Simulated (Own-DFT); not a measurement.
Simulation results for AlN (wurtzite, atoms displaced)

Computed with Own-DFT development build. A calculation, not a measurement: plane-wave PBE density functional theory by an unreviewed code, no spin, of a simulated periodic cell, stress positive in tension, free energy of the whole cell less one offset for each atom, forces on such cells passed a denser k mesh, this cell's mesh not checked; offsets are fitted by least squares, one for each functional and potential file, so energies compare only between cells with the same atoms and settings and are not formation energies; the far tail of each file's local potential was reset to the Coulomb form; each entry is a single point on an unrelaxed cell, so the pressure reflects the starting lattice, mostly measured values (interpolated for alloys), from which strain is counted, and rises with the displacements; printed positions are rounded, which can move forces by about a meV/angstrom; the program, named Own-DFT, is a retired in-house code; no spin-orbit coupling.

Common to all runs: functional PBE; potential files PseudoDojo norm-conserving, scalar-relativistic, standard set; wave cutoff 42 hartree; occupations Fermi-Dirac; smearing width 0.1 eV; hardware one NVIDIA H100; k mesh 2 x 2 x 2 centred on Gamma.

(1) 
```cif
# cell vector a (Å): 12.4480 0.0000 0.0000
# cell vector b (Å): -6.2240 10.7803 0.0000
# cell vector c (Å): 0.0000 0.0000 9.9640
data_AlN
_symmetry_space_group_name_H-M 'P 1'
_symmetry_Int_Tables_number 1
_cell_length_a 12.4480
_cell_length_b 12.4480
_cell_length_c 9.9640
_cell_angle_alpha 90.000
_cell_angle_beta 90.000
_cell_angle_gamma 120.000
_cell_volume 1337.10
loop_
_atom_site_label
_atom_site_type_symbol
_atom_site_fract_x
_atom_site_fract_y
_atom_site_fract_z
_atom_site_occupancy
Al1 Al 0.08385 0.16634 0.00117 1
Al2 Al 0.16572 0.07938 0.25117 1
N1 N 0.08107 0.16603 0.19231 1
N2 N 0.16925 0.08419 0.44422 1
Al3 Al 0.08339 0.16683 0.49919 1
Al4 Al 0.16863 0.08473 0.75064 1
N3 N 0.08536 0.16812 0.69108 1
N4 N 0.16775 0.08555 0.93678 1
Al5 Al 0.08246 0.41427 0.00051 1
Al6 Al 0.16622 0.33278 0.24954 1
N5 N 0.08300 0.41512 0.19165 1
N6 N 0.16755 0.33358 0.43966 1
Al7 Al 0.08364 0.41723 0.49816 1
Al8 Al 0.16534 0.33391 0.74961 1
N7 N 0.08197 0.41681 0.69068 1
N8 N 0.16716 0.33291 0.94153 1
Al9 Al 0.08390 0.66786 0.00092 1
Al10 Al 0.16459 0.58216 0.25541 1
N9 N 0.08012 0.66757 0.19230 1
N10 N 0.16412 0.58258 0.44010 1
Al11 Al 0.08217 0.66870 0.50036 1
Al12 Al 0.16820 0.58400 0.75042 1
N11 N 0.08411 0.66586 0.68945 1
N12 N 0.16764 0.58435 0.94015 1
Al13 Al 0.08276 0.91650 0.99805 1
Al14 Al 0.16271 0.83103 0.24700 1
N13 N 0.08212 0.91771 0.19376 1
N14 N 0.16500 0.83332 0.44027 1
Al15 Al 0.08275 0.91548 0.50158 1
Al16 Al 0.16234 0.83101 0.74993 1
N15 N 0.08353 0.91357 0.69327 1
N16 N 0.16435 0.83357 0.93821 1
Al17 Al 0.33230 0.16587 0.00208 1
Al18 Al 0.41557 0.08554 0.24711 1
N17 N 0.33620 0.16970 0.19222 1
N18 N 0.41640 0.08287 0.44378 1
Al19 Al 0.33267 0.16687 0.50046 1
Al20 Al 0.41844 0.08405 0.75204 1
N19 N 0.33202 0.16313 0.69366 1
N20 N 0.41577 0.08439 0.94366 1
Al21 Al 0.33331 0.41637 0.99661 1
Al22 Al 0.41816 0.33748 0.25219 1
N21 N 0.33128 0.41468 0.18914 1
N22 N 0.41754 0.33020 0.44124 1
Al23 Al 0.33095 0.41692 0.50023 1
Al24 Al 0.42004 0.33517 0.75148 1
N23 N 0.33328 0.41808 0.69143 1
N24 N 0.41436 0.33305 0.94263 1
Al25 Al 0.33353 0.66683 0.99899 1
Al26 Al 0.41967 0.58529 0.25078 1
N25 N 0.33351 0.66606 0.18983 1
N26 N 0.41863 0.58717 0.44044 1
Al27 Al 0.33238 0.66556 0.49866 1
Al28 Al 0.41891 0.58475 0.75373 1
N27 N 0.33409 0.66569 0.69553 1
N28 N 0.42379 0.58636 0.93978 1
Al29 Al 0.33458 0.91697 0.99609 1
Al30 Al 0.41599 0.83498 0.25097 1
N29 N 0.33324 0.91298 0.19302 1
N30 N 0.41899 0.83318 0.44321 1
Al31 Al 0.33351 0.91702 0.50342 1
Al32 Al 0.41684 0.83431 0.74753 1
N31 N 0.33543 0.91738 0.68779 1
N32 N 0.41660 0.83269 0.93931 1
Al33 Al 0.58399 0.16983 0.00253 1
Al34 Al 0.66864 0.08341 0.24691 1
N33 N 0.58453 0.16694 0.19229 1
N34 N 0.66778 0.08194 0.44032 1
Al35 Al 0.58257 0.16592 0.49884 1
Al36 Al 0.66760 0.08542 0.75287 1
N35 N 0.58474 0.16832 0.69323 1
N36 N 0.66464 0.08234 0.94131 1
Al37 Al 0.58249 0.41536 0.00002 1
Al38 Al 0.66994 0.33703 0.24832 1
N37 N 0.58217 0.41697 0.18786 1
N38 N 0.66808 0.33288 0.43912 1
Al39 Al 0.58611 0.41731 0.49741 1
Al40 Al 0.66941 0.33478 0.74888 1
N39 N 0.58187 0.41611 0.69066 1
N40 N 0.66798 0.33741 0.93702 1
Al41 Al 0.58154 0.66532 0.00031 1
Al42 Al 0.66844 0.58520 0.24900 1
N41 N 0.58492 0.66938 0.19249 1
N42 N 0.66671 0.58430 0.44116 1
Al43 Al 0.58634 0.66925 0.49538 1
Al44 Al 0.66595 0.58243 0.75351 1
N43 N 0.58382 0.66744 0.69140 1
N44 N 0.66526 0.58610 0.94123 1
Al45 Al 0.58233 0.91538 0.00283 1
Al46 Al 0.66384 0.83084 0.25178 1
N45 N 0.58486 0.91692 0.19059 1
N46 N 0.66646 0.83503 0.44021 1
Al47 Al 0.58029 0.91587 0.49970 1
Al48 Al 0.66482 0.83261 0.74881 1
N47 N 0.58236 0.91237 0.68699 1
N48 N 0.66540 0.83288 0.94286 1
Al49 Al 0.83488 0.16827 0.00003 1
Al50 Al 0.91459 0.08343 0.25243 1
N49 N 0.83422 0.16642 0.19307 1
N50 N 0.91897 0.08712 0.44441 1
Al51 Al 0.83146 0.16708 0.49872 1
Al52 Al 0.91859 0.08463 0.74738 1
N51 N 0.83363 0.16909 0.68977 1
N52 N 0.91460 0.08207 0.93789 1
Al53 Al 0.83092 0.41391 0.99963 1
Al54 Al 0.91845 0.33647 0.24791 1
N53 N 0.83319 0.41507 0.19203 1
N54 N 0.91577 0.33394 0.44236 1
Al55 Al 0.83372 0.41662 0.49995 1
Al56 Al 0.91226 0.33299 0.74801 1
N55 N 0.83013 0.41580 0.69116 1
N56 N 0.91599 0.33487 0.94090 1
Al57 Al 0.83385 0.66451 0.99849 1
Al58 Al 0.91885 0.58139 0.24888 1
N57 N 0.83091 0.66656 0.19629 1
N58 N 0.91475 0.58257 0.44217 1
Al59 Al 0.83626 0.66588 0.49958 1
Al60 Al 0.91518 0.58161 0.74925 1
N59 N 0.83346 0.67067 0.69103 1
N60 N 0.91780 0.58383 0.94474 1
Al61 Al 0.83233 0.91803 0.99760 1
Al62 Al 0.91823 0.83518 0.24737 1
N61 N 0.83359 0.91848 0.19229 1
N62 N 0.91659 0.83433 0.43947 1
Al63 Al 0.83379 0.91490 0.49889 1
Al64 Al 0.91719 0.82858 0.75317 1
N63 N 0.83348 0.91820 0.68980 1
N64 N 0.91531 0.83526 0.94516 1
_calc_free_energy_of_cell_above_offsets '-62.222'  # eV
_calc_pressure 3.78  # GPa
_calc_stress_xx -4.51  # GPa
_calc_stress_yy -3.54  # GPa
_calc_stress_zz -3.3  # GPa
_calc_stress_yz -0.14  # GPa
_calc_stress_xz 0.05  # GPa
_calc_stress_xy -0.06  # GPa
_calc_wall_time 365.6  # s
```

Force:
```csv
element,x (eV/Å),y (eV/Å),z (eV/Å)
Al,-0.375,-0.198,-0.147
Al,-0.234,1.36,0.312
N,0.56,-0.207,-0.073
N,-0.615,-0.456,-0.453
Al,0.264,0.091,0.272
Al,-0.319,-0.371,-0.479
N,-0.017,-0.091,-0.161
N,-0.013,-0.553,1.136
Al,0.018,0.644,-0.195
Al,0.228,-0.172,-0.013
N,-0.21,0.535,-0.102
N,-0.322,0.1,0.07
Al,-0.138,-0.424,0.459
Al,0.263,0.025,0.018
N,-0.164,0.036,-0.046
N,-0.355,0.058,-0.145
Al,0.318,-0.205,-0.125
Al,0.478,0.343,-1.347
N,1.012,-0.453,-0.358
N,0.132,0.347,0.563
Al,0.27,-0.291,-0.098
Al,-0.081,-0.266,-0.058
N,-0.471,-0.165,0.285
N,-0.244,-0.357,0.389
Al,-0.273,0.547,0.25
Al,0.611,0.763,0.726
N,0.675,-0.338,-1.068
N,0.372,-0.015,-0.068
Al,-0.201,0.315,-0.013
Al,1.228,0.255,-0.273
N,-0.671,0.582,-0.246
N,0.514,-0.045,0.603
Al,-0.247,0.38,-0.203
Al,0.718,-0.655,0.801
N,-0.738,-0.38,-0.141
N,-0.065,0.028,-0.667
Al,0.583,-0.21,0.486
Al,-0.204,-0.108,-0.253
N,0.289,0.932,-0.306
N,0.417,-0.035,-0.141
Al,-0.079,0.412,0.52
Al,-0.055,-0.612,-0.26
N,0.181,0.741,0.162
N,-0.523,1.019,0.112
Al,0.967,0.276,0.077
Al,-0.903,-0.704,-0.234
N,0.169,-0.185,0.128
N,0.759,-0.115,-0.318
Al,0.307,-0.088,0.066
Al,-0.576,-0.461,-0.302
N,-0.344,0.048,0.348
N,0.059,-0.827,-0.028
Al,0.088,0.287,0.647
Al,0.097,-0.059,-0.885
N,-0.276,0.103,-0.854
N,-1.664,-0.927,0.489
Al,-0.162,-0.267,0.653
Al,0.835,-0.559,0.132
N,-1.151,0.85,-0.777
N,-1.2,-0.312,-0.443
Al,-0.03,-0.102,-1.048
Al,0.386,-0.3,0.173
N,-0.661,-0.173,1.228
N,-0.12,0.227,0.005
Al,0.155,-0.394,-0.382
Al,-0.303,-0.135,0.607
N,-0.202,0.394,-0.199
N,-0.687,0.178,-0.215
Al,0.304,-0.074,0.115
Al,0.209,-0.828,-0.628
N,0.001,-0.116,-0.344
N,0.119,0.454,0.417
Al,-0.53,0.578,-0.294
Al,-0.631,-0.785,0.372
N,0.484,0.257,0.531
N,-0.113,0.173,0.11
Al,-0.497,-0.087,0.391
Al,-1.154,-0.376,-0.114
N,0.807,0.303,-0.099
N,0.054,-0.625,0.684
Al,0.667,1.089,0.431
Al,-0.479,-0.309,0.283
N,0.068,-0.844,-0.295
N,0.519,-0.215,-0.217
Al,-0.352,-0.149,1.075
Al,-0.406,0.38,-0.777
N,0.264,-0.314,-0.407
N,0.969,-0.78,0.271
Al,0.082,0.073,-0.48
Al,0.525,1.046,-0.222
N,-0.542,-0.132,0.276
N,0.222,-0.059,0.031
Al,1.021,0.322,0.009
Al,0.584,0.128,0.279
N,-0.529,1.189,0.741
N,-0.018,0.022,-0.36
Al,-0.164,-0.542,-0.01
Al,0.486,-0.146,0.15
N,-0.212,0.663,-0.572
N,-0.214,-0.664,-0.394
Al,0.392,-0.056,0.247
Al,-0.316,-0.159,-0.08
N,-0.052,-0.345,0.199
N,0.319,0.725,0.282
Al,0.199,0.695,0.164
Al,0.13,-1.027,0.698
N,0.02,0.497,-0.594
N,0.251,0.196,-0.495
Al,-0.15,-0.122,-0.051
Al,0.968,0.169,0.173
N,0.51,0.619,-0.281
N,0.144,-0.263,-0.094
Al,-0.844,0.584,0.856
Al,-1.466,0.258,0.393
N,1.25,-0.02,-1.061
N,0.742,-0.166,-0.285
Al,-1.22,0.597,-0.127
Al,0.089,0.494,0.214
N,0.61,-1.623,0.048
N,-0.036,-0.422,-0.724
Al,-0.316,-0.157,0.647
Al,-0.856,-0.318,0.427
N,-0.129,-0.284,-0.229
N,0.527,-0.322,0.075
Al,-0.502,0.634,0.247
Al,-1.025,1.726,-0.071
N,0.499,-0.515,0.305
N,0.656,-0.689,-0.429
```

(2) 
```cif
# cell vector a (Å): 12.4480 0.0000 0.0000
# cell vector b (Å): -6.2240 10.7803 0.0000
# cell vector c (Å): 0.0000 0.0000 9.9640
data_AlN
_symmetry_space_group_name_H-M 'P 1'
_symmetry_Int_Tables_number 1
_cell_length_a 12.4480
_cell_length_b 12.4480
_cell_length_c 9.9640
_cell_angle_alpha 90.000
_cell_angle_beta 90.000
_cell_angle_gamma 120.000
_cell_volume 1337.10
loop_
_atom_site_label
_atom_site_type_symbol
_atom_site_fract_x
_atom_site_fract_y
_atom_site_fract_z
_atom_site_occupancy
Al1 Al 0.08104 0.16541 0.99743 1
Al2 Al 0.16520 0.08670 0.25026 1
N1 N 0.08208 0.16567 0.19145 1
N2 N 0.16650 0.08039 0.44020 1
Al3 Al 0.08122 0.16519 0.49998 1
Al4 Al 0.16776 0.08281 0.74887 1
N3 N 0.08255 0.16606 0.68924 1
N4 N 0.16827 0.08676 0.94055 1
Al5 Al 0.08472 0.41606 0.00005 1
Al6 Al 0.16904 0.33460 0.24853 1
N5 N 0.08233 0.41788 0.19228 1
N6 N 0.16558 0.33284 0.43827 1
Al7 Al 0.08591 0.41911 0.49729 1
Al8 Al 0.16743 0.33366 0.74955 1
N7 N 0.08114 0.41483 0.68770 1
N8 N 0.16550 0.33032 0.94169 1
Al9 Al 0.08643 0.66678 0.99854 1
Al10 Al 0.16487 0.58303 0.25141 1
N9 N 0.08168 0.66750 0.19486 1
N10 N 0.16652 0.58360 0.44313 1
Al11 Al 0.08219 0.66874 0.49811 1
Al12 Al 0.16507 0.58287 0.74954 1
N11 N 0.08693 0.66344 0.69299 1
N12 N 0.16622 0.58310 0.94359 1
Al13 Al 0.08325 0.91660 0.00092 1
Al14 Al 0.16603 0.83107 0.24937 1
N13 N 0.08234 0.91732 0.19126 1
N14 N 0.16755 0.83340 0.44235 1
Al15 Al 0.08306 0.91579 0.50040 1
Al16 Al 0.16721 0.83412 0.74953 1
N15 N 0.08133 0.91194 0.68975 1
N16 N 0.16662 0.83560 0.94085 1
Al17 Al 0.33262 0.16667 0.00284 1
Al18 Al 0.41483 0.08074 0.25008 1
N17 N 0.33154 0.16503 0.19132 1
N18 N 0.41612 0.08187 0.44667 1
Al19 Al 0.33424 0.16552 0.49972 1
Al20 Al 0.41751 0.08566 0.75068 1
N19 N 0.33265 0.16641 0.69170 1
N20 N 0.41732 0.08277 0.93970 1
Al21 Al 0.33516 0.41786 0.00223 1
Al22 Al 0.41702 0.33452 0.24646 1
N21 N 0.33250 0.41681 0.19187 1
N22 N 0.41785 0.33341 0.44155 1
Al23 Al 0.33235 0.41701 0.49713 1
Al24 Al 0.41455 0.33174 0.74905 1
N23 N 0.33527 0.41788 0.68866 1
N24 N 0.42327 0.33299 0.93966 1
Al25 Al 0.33469 0.66635 0.99847 1
Al26 Al 0.41473 0.58488 0.25381 1
N25 N 0.33359 0.66418 0.18867 1
N26 N 0.41511 0.58150 0.44178 1
Al27 Al 0.33479 0.66763 0.50056 1
Al28 Al 0.41809 0.58160 0.75203 1
N27 N 0.33353 0.66534 0.69066 1
N28 N 0.41900 0.58683 0.94299 1
Al29 Al 0.33577 0.91715 0.00121 1
Al30 Al 0.41613 0.83479 0.24812 1
N29 N 0.33226 0.91523 0.19072 1
N30 N 0.41468 0.83218 0.44205 1
Al31 Al 0.33235 0.91670 0.49804 1
Al32 Al 0.41356 0.83268 0.75202 1
N31 N 0.33508 0.91713 0.69346 1
N32 N 0.41715 0.83604 0.94191 1
Al33 Al 0.58386 0.16908 0.00243 1
Al34 Al 0.66706 0.08632 0.24916 1
N33 N 0.58873 0.16861 0.19447 1
N34 N 0.66813 0.08093 0.44127 1
Al35 Al 0.58378 0.16770 0.49966 1
Al36 Al 0.66570 0.08299 0.75005 1
N35 N 0.58205 0.16422 0.69228 1
N36 N 0.66423 0.08181 0.94256 1
Al37 Al 0.58344 0.41734 0.99721 1
Al38 Al 0.66579 0.33295 0.25101 1
N37 N 0.58417 0.41709 0.19141 1
N38 N 0.66619 0.33199 0.43925 1
Al39 Al 0.58347 0.41300 0.49756 1
Al40 Al 0.66956 0.33281 0.75213 1
N39 N 0.58436 0.41782 0.69027 1
N40 N 0.66592 0.33249 0.94285 1
Al41 Al 0.58215 0.66610 0.99753 1
Al42 Al 0.66693 0.58427 0.24924 1
N41 N 0.58262 0.66494 0.19161 1
N42 N 0.66560 0.58048 0.43908 1
Al43 Al 0.58268 0.66479 0.50069 1
Al44 Al 0.66462 0.58182 0.75193 1
N43 N 0.58494 0.66993 0.69271 1
N44 N 0.66516 0.58269 0.94054 1
Al45 Al 0.58232 0.91659 0.99786 1
Al46 Al 0.66876 0.83295 0.25181 1
N45 N 0.58635 0.91630 0.19056 1
N46 N 0.66847 0.83345 0.44370 1
Al47 Al 0.58132 0.91664 0.50064 1
Al48 Al 0.66532 0.83222 0.74962 1
N47 N 0.58340 0.91340 0.69082 1
N48 N 0.66974 0.83297 0.93680 1
Al49 Al 0.83165 0.16704 0.99999 1
Al50 Al 0.91554 0.08307 0.24875 1
N49 N 0.83692 0.17063 0.18834 1
N50 N 0.91586 0.08599 0.43859 1
Al51 Al 0.83217 0.16862 0.49946 1
Al52 Al 0.91756 0.08351 0.75103 1
N51 N 0.83367 0.16865 0.69021 1
N52 N 0.91612 0.08404 0.93667 1
Al53 Al 0.83310 0.41447 0.99988 1
Al54 Al 0.91494 0.33126 0.25297 1
N53 N 0.83324 0.41742 0.19068 1
N54 N 0.91360 0.33007 0.44297 1
Al55 Al 0.83286 0.41734 0.50071 1
Al56 Al 0.91610 0.33142 0.75255 1
N55 N 0.83472 0.41841 0.68965 1
N56 N 0.91793 0.33288 0.94226 1
Al57 Al 0.82963 0.66445 0.99942 1
Al58 Al 0.91764 0.58336 0.24788 1
N57 N 0.83505 0.66575 0.18944 1
N58 N 0.91798 0.58445 0.44215 1
Al59 Al 0.83565 0.66914 0.49472 1
Al60 Al 0.91695 0.58320 0.75303 1
N59 N 0.83145 0.66605 0.68797 1
N60 N 0.91604 0.58411 0.94273 1
Al61 Al 0.83298 0.91869 0.99846 1
Al62 Al 0.91516 0.83423 0.25027 1
N61 N 0.83221 0.91539 0.19236 1
N62 N 0.91497 0.83050 0.44428 1
Al63 Al 0.83097 0.91572 0.49967 1
Al64 Al 0.91714 0.83325 0.75316 1
N63 N 0.83633 0.91838 0.69107 1
N64 N 0.91712 0.83415 0.93969 1
_calc_free_energy_of_cell_above_offsets '-62.405'  # eV
_calc_pressure 3.73  # GPa
_calc_stress_xx -3.81  # GPa
_calc_stress_yy -3.99  # GPa
_calc_stress_zz -3.37  # GPa
_calc_stress_yz 0.14  # GPa
_calc_stress_xz -0.33  # GPa
_calc_stress_xy 0.17  # GPa
_calc_wall_time 347  # s
```

Force:
```csv
element,x (eV/Å),y (eV/Å),z (eV/Å)
Al,0.199,-0.086,0.474
Al,0.534,-0.975,0.071
N,-0.25,0.469,-0.526
N,-0.309,0.589,0.244
Al,0.154,0.103,-0.295
Al,-0.467,-0.332,0.035
N,0.409,0.15,0.281
N,-0.01,-0.619,-0.069
Al,-0.286,0.012,0.381
Al,-0.951,-0.393,0.082
N,0.328,-0.298,-0.095
N,0.321,-0.028,0.222
Al,-0.569,-0.735,0.288
Al,-0.204,-0.051,-0.273
N,0.445,0.194,0.623
N,0.356,0.85,-0.169
Al,-1.043,0.321,0.438
Al,0.303,0.14,-0.044
N,0.824,-0.175,-0.863
N,0.047,0.415,-0.48
Al,0.684,-0.517,0.72
Al,1.074,-0.639,0.098
N,-1.641,0.992,-0.41
N,0.581,-0.156,-0.515
Al,-0.202,0.259,-0.012
Al,-0.692,0.682,0.253
N,0.24,0.053,0.175
N,-0.243,0.121,-0.441
Al,-0.182,-0.162,-0.115
Al,0.338,-0.448,0.096
N,0.088,0.89,0.224
N,0.609,-0.342,0.199
Al,0.397,-0.104,-0.611
Al,0.201,0.588,0.367
N,0.297,0.32,0.191
N,0.211,0.253,-1.179
Al,-0.588,0.283,0.091
Al,0.051,-0.553,-0.043
N,0.114,-0.036,-0.302
N,-0.201,0.34,0.779
Al,0.144,-0.304,-0.458
Al,0.287,-0.178,0.701
N,0.372,0.259,-0.217
N,-0.367,-0.341,-0.456
Al,0.31,-0.509,0.276
Al,0.656,0.383,-0.147
N,-0.304,-0.334,0.375
N,-1.871,-0.09,0.205
Al,-0.5,0.33,0.251
Al,0.828,-0.203,-0.513
N,-0.792,0.684,0.338
N,0.05,0.528,0.008
Al,-0.355,-0.313,0.24
Al,-0.39,0.591,-0.434
N,0.008,-0.004,0.508
N,-0.123,-1.061,-0.48
Al,-0.871,0.179,-0.456
Al,0.889,-0.59,0.26
N,0.015,0.254,0.101
N,0.161,0.289,-0.581
Al,0.298,-0.316,0.968
Al,0.794,-0.094,-0.423
N,-0.561,0.204,-0.529
N,0.247,-0.844,0.01
Al,0.042,-0.62,-0.165
Al,1.305,-0.888,0.289
N,-1.645,-0.377,-0.49
N,-0.964,0.454,-0.214
Al,0.459,-0.531,0.257
Al,0.392,-0.398,-0.028
N,0.097,0.721,-0.317
N,0.116,0.518,-0.209
Al,0.696,0.115,0.733
Al,0.254,0.608,-0.273
N,-0.159,-0.16,-0.444
N,0.273,-0.015,0.285
Al,-0.373,0.813,0.5
Al,-0.669,0.129,-0.385
N,0.062,-0.749,0.107
N,0.358,0.271,-0.25
Al,0.531,0.598,0.701
Al,0.254,-0.247,0.085
N,-0.299,0.318,-0.216
N,0.021,0.322,0.131
Al,0.305,0.105,0.052
Al,0.424,0.457,-0.808
N,-0.005,-1.135,-0.266
N,-0.066,-0.013,0.093
Al,0.756,-0.225,0.338
Al,-0.568,-0.296,0.043
N,-0.676,0.203,-0.003
N,-0.819,-0.471,-0.422
Al,0.534,-0.307,0.028
Al,0.765,0.638,-0.284
N,-0.844,0.593,0.206
N,-0.907,0.023,0.775
Al,0.278,-0.171,-0.2
Al,-0.04,0.17,0.234
N,-0.425,-0.922,0.206
N,0.209,-0.618,0.217
Al,0.535,-0.644,0.423
Al,-0.406,-0.019,-0.864
N,-0.054,-0.612,0.307
N,-0.175,0.048,0.977
Al,-0.055,0.545,0.261
Al,0.03,0.753,-0.215
N,0.13,-0.366,0.161
N,0.119,1.162,-0.384
Al,0.261,0.05,-0.137
Al,-0.025,0.495,-0.585
N,0.076,-0.452,0.569
N,-0.188,0.096,-0.221
Al,0.537,0.654,0.061
Al,-0.405,-0.239,0.428
N,-0.677,0.322,0.228
N,-0.156,-0.305,-0.563
Al,-0.521,-1.206,1.042
Al,-0.169,0.392,-0.618
N,0.374,0.012,0.536
N,0.376,-0.316,-0.022
Al,0.428,-0.368,0.074
Al,0.661,-0.376,0.099
N,0.038,0.465,-0.543
N,-0.052,1.219,-1.005
Al,0.652,0.618,0.443
Al,-0.316,-0.386,-0.852
N,-0.422,-0.219,-0.017
N,-0.163,-0.13,0.676
```
